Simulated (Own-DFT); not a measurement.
TiSi$_{2}$ (C49 TiSi2 crystal, strained, atoms displaced) (calculated)

Computed with Own-DFT development build. A calculation, not a measurement: plane-wave density functional theory by an unreviewed code, no spin, of a simulated periodic cell, stress positive in tension, run twice, with PBE and with PBEsol, both on files made for PBE, so the change isn't that of files made for PBEsol, forces on such cells moved up to 12 meV/angstrom on a denser k mesh; the far tail of each file's local potential was reset to the Coulomb form; each entry is a single point on an unrelaxed cell, so the pressure reflects the starting lattice, taken from the Materials Project, from which strain is counted, and rises with the displacements; printed positions are rounded, which can move forces by about a meV/angstrom; the program, named Own-DFT, is a retired in-house code; no spin-orbit coupling; stress was not checked against mesh or cutoff.

## TiSi$_{2}$ (C49 TiSi2 crystal, strained, atoms displaced)

```
CELL_PARAMETERS angstrom
5.14430 -6.79400 3.64070
7.12400 0.18640 -7.32150
5.29120 6.79940 3.43280
ATOMIC_POSITIONS crystal
Ti 0.94554 0.91819 0.16393
Ti 0.85577 0.87553 0.65068
Si 0.61263 0.91924 0.48852
Si 0.19189 0.87566 0.30775
Si 0.89213 0.03401 0.40227
Si 0.89280 0.77697 0.38699
Ti 0.94217 0.43444 0.13711
Ti 0.86298 0.37747 0.64906
Si 0.61170 0.42613 0.49721
Si 0.18498 0.37540 0.31416
Si 0.90270 0.51896 0.40708
Si 0.89834 0.27804 0.40756
Ti 0.74958 0.72431 0.94706
Ti 0.64952 0.67658 0.45017
Si 0.40425 0.71951 0.29192
Si 0.99349 0.67852 0.10211
Si 0.70001 0.82265 0.20077
Si 0.70659 0.58419 0.19374
Ti 0.54555 0.03223 0.74552
Ti 0.45378 0.97075 0.24127
Si 0.20803 0.03260 0.08146
Si 0.79064 0.98356 0.90068
Si 0.50147 0.13369 0.00735
Si 0.49751 0.86832 0.00128
Ti 0.74023 0.22741 0.95491
Ti 0.66453 0.17719 0.43499
Si 0.41371 0.22951 0.29177
Si 0.98550 0.16340 0.10828
Si 0.69901 0.32952 0.19664
Si 0.68973 0.06699 0.21419
Ti 0.54543 0.52728 0.75934
Ti 0.45421 0.47379 0.24456
Si 0.20464 0.52442 0.08531
Si 0.78703 0.47053 0.91340
Si 0.48710 0.62475 0.00355
Si 0.49846 0.37526 0.99777
Ti 0.34448 0.82795 0.54644
Ti 0.25189 0.76853 0.04718
Si 0.00675 0.82845 0.88538
Si 0.58209 0.78099 0.71307
Si 0.30003 0.93882 0.78562
Si 0.30232 0.67651 0.80154
Ti 0.34863 0.33170 0.55214
Ti 0.25077 0.27211 0.05786
Si 0.99620 0.32989 0.88318
Si 0.58425 0.27226 0.71257
Si 0.29770 0.43405 0.79191
Si 0.29109 0.17885 0.79891
Ti 0.15343 0.62519 0.36470
Ti 0.05970 0.56936 0.84804
Si 0.79575 0.61945 0.69171
Si 0.40598 0.57949 0.51037
Si 0.10005 0.73149 0.59564
Si 0.09765 0.46878 0.59483
Ti 0.15280 0.12541 0.34695
Ti 0.06084 0.06779 0.84882
Si 0.81651 0.13097 0.69078
Si 0.39708 0.07470 0.50942
Si 0.09627 0.23020 0.59151
Si 0.09698 0.98209 0.59812
```

```
functional                                        : PBE, then PBEsol
potential files                                   : PseudoDojo norm-conserving, scalar-relativistic, standard set
wave cutoff                                       : 42 hartree
occupations                                       : cold (Marzari-Vanderbilt)
smearing width                                    : 0.2 eV
k mesh                                            : 4 x 4 x 4 centred on Gamma
PBE pressure                                      : 1.58 GPa
PBE stress xx                                     : -3.72 GPa
PBE stress yy                                     : -1.06 GPa
PBE stress zz                                     : 0.05 GPa
PBE stress yz                                     : -3.33 GPa
PBE stress xz                                     : -3.79 GPa
PBE stress xy                                     : 2.37 GPa
PBEsol pressure                                   : -1.7 GPa
PBEsol stress xx                                  : -0.34 GPa
PBEsol stress yy                                  : 2.46 GPa
PBEsol stress zz                                  : 2.99 GPa
PBEsol stress yz                                  : -3.36 GPa
PBEsol stress xz                                  : -3.81 GPa
PBEsol stress xy                                  : 2.35 GPa
rms change of force components from PBE to PBEsol : 0.019 eV/Å
```

Force:
```
force element  PBE force x (eV/Å)  PBE force y (eV/Å)  PBE force z (eV/Å)  PBEsol force x (eV/Å)  PBEsol force y (eV/Å)  PBEsol force z (eV/Å)
           Ti              -0.388              -1.122              -1.394                 -0.385                 -1.123                 -1.387
           Ti              -0.747              -0.085              -0.439                  -0.73                 -0.064                 -0.444
           Si               0.361               0.204              -0.627                  0.351                  0.158                 -0.627
           Si              -0.088              -0.272              -0.169                 -0.084                 -0.228                 -0.166
           Si              -0.116              -0.867               0.911                 -0.121                 -0.855                  0.913
           Si               1.095               0.717               1.465                  1.104                  0.703                   1.46
           Ti               0.814               0.988               1.822                  0.808                   0.96                  1.797
           Ti              -1.682                0.62              -0.699                 -1.675                  0.601                 -0.693
           Si              -0.285              -0.265               0.068                 -0.282                 -0.317                  0.064
           Si              -0.046              -0.577              -0.325                 -0.044                 -0.548                 -0.311
           Si              -0.091              -0.419              -1.302                 -0.084                 -0.407                 -1.304
           Si              -0.618              -1.144                -0.6                 -0.639                 -1.115                 -0.607
           Ti               0.167               0.585              -0.361                  0.165                   0.57                 -0.346
           Ti              -0.275              -0.832               0.174                  -0.28                 -0.806                  0.168
           Si               0.332              -0.387              -0.642                  0.325                 -0.432                 -0.653
           Si               0.241               0.214               0.564                  0.238                   0.26                  0.569
           Si              -0.438               0.019              -0.748                 -0.432                   0.02                  -0.76
           Si              -0.664               0.508               0.613                 -0.675                  0.494                  0.616
           Ti               0.222               0.477               0.762                  0.218                  0.457                  0.756
           Ti               0.089               0.825               0.024                  0.095                  0.827                  0.028
           Si              -0.021               0.366               1.522                 -0.016                   0.32                  1.514
           Si               0.053               0.465               1.194                   0.05                  0.514                  1.202
           Si              -1.074               0.014               0.036                 -1.082                  0.015                  0.049
           Si               0.179              -0.444              -0.647                  0.185                 -0.431                 -0.662
           Ti              -0.068              -0.522               0.297                 -0.063                 -0.535                  0.276
           Ti               0.322               2.577               0.235                  0.315                  2.558                  0.241
           Si              -0.367               0.304               0.164                 -0.363                   0.26                  0.142
           Si               0.728              -0.182              -0.843                  0.718                 -0.141                 -0.837
           Si               0.154              -0.076               0.028                  0.151                 -0.072                  0.044
           Si               0.081               -1.67              -0.517                  0.088                 -1.642                 -0.526
           Ti              -0.358              -0.336              -0.054                 -0.355                 -0.348                 -0.056
           Ti               0.397               0.327               0.059                  0.392                   0.34                  0.058
           Si               0.476               0.319               0.861                  0.462                  0.272                  0.853
           Si              -0.172              -0.085              -1.066                 -0.165                 -0.029                 -1.054
           Si               0.528              -0.765               0.447                  0.525                  -0.75                  0.466
           Si               0.083               0.308              -0.048                  0.088                    0.3                 -0.061
           Ti               0.595                 0.2               0.232                  0.592                  0.181                  0.232
           Ti               0.476              -0.188              -0.815                  0.467                  -0.18                 -0.796
           Si               0.133               0.122               0.673                  0.129                  0.072                  0.655
           Si              -0.052              -0.348               0.357                 -0.051                 -0.307                  0.365
           Si                   0                 0.5               1.101                  0.001                  0.492                  1.112
           Si              -0.325              -0.119              -0.659                 -0.326                 -0.115                  -0.67
           Ti              -0.435               0.041               0.165                 -0.428                  0.033                  0.162
           Ti              -0.345              -0.896              -1.185                  -0.34                 -0.874                 -1.169
           Si               0.944               0.254               2.125                  0.937                  0.208                  2.108
           Si               0.681              -0.472              -0.177                  0.673                 -0.415                  -0.16
           Si              -0.033               0.421               0.618                 -0.029                  0.411                  0.619
           Si               0.776              -0.458               0.185                  0.778                 -0.449                   0.18
           Ti              -1.206               -0.47              -0.839                 -1.189                 -0.485                 -0.839
           Ti               -0.54               0.166              -1.383                 -0.533                  0.188                 -1.363
           Si               1.211               -0.24               -0.08                  1.191                  -0.28                 -0.091
           Si                -0.7                0.83               0.121                 -0.683                  0.884                  0.127
           Si              -0.181               0.484               0.237                  -0.19                  0.472                  0.245
           Si               1.427              -0.146               -0.11                  1.437                 -0.143                 -0.119
           Ti               0.008               0.919              -0.017                  0.011                  0.897                 -0.014
           Ti               -0.34                0.34              -1.481                 -0.347                   0.34                 -1.475
           Si               -0.52               0.133              -0.469                 -0.513                  0.081                 -0.487
           Si              -0.305              -0.327              -0.561                 -0.303                 -0.276                 -0.547
           Si                0.41              -0.137               0.982                  0.418                 -0.135                  0.993
           Si              -0.502              -0.395               0.215                 -0.507                 -0.386                  0.213
```
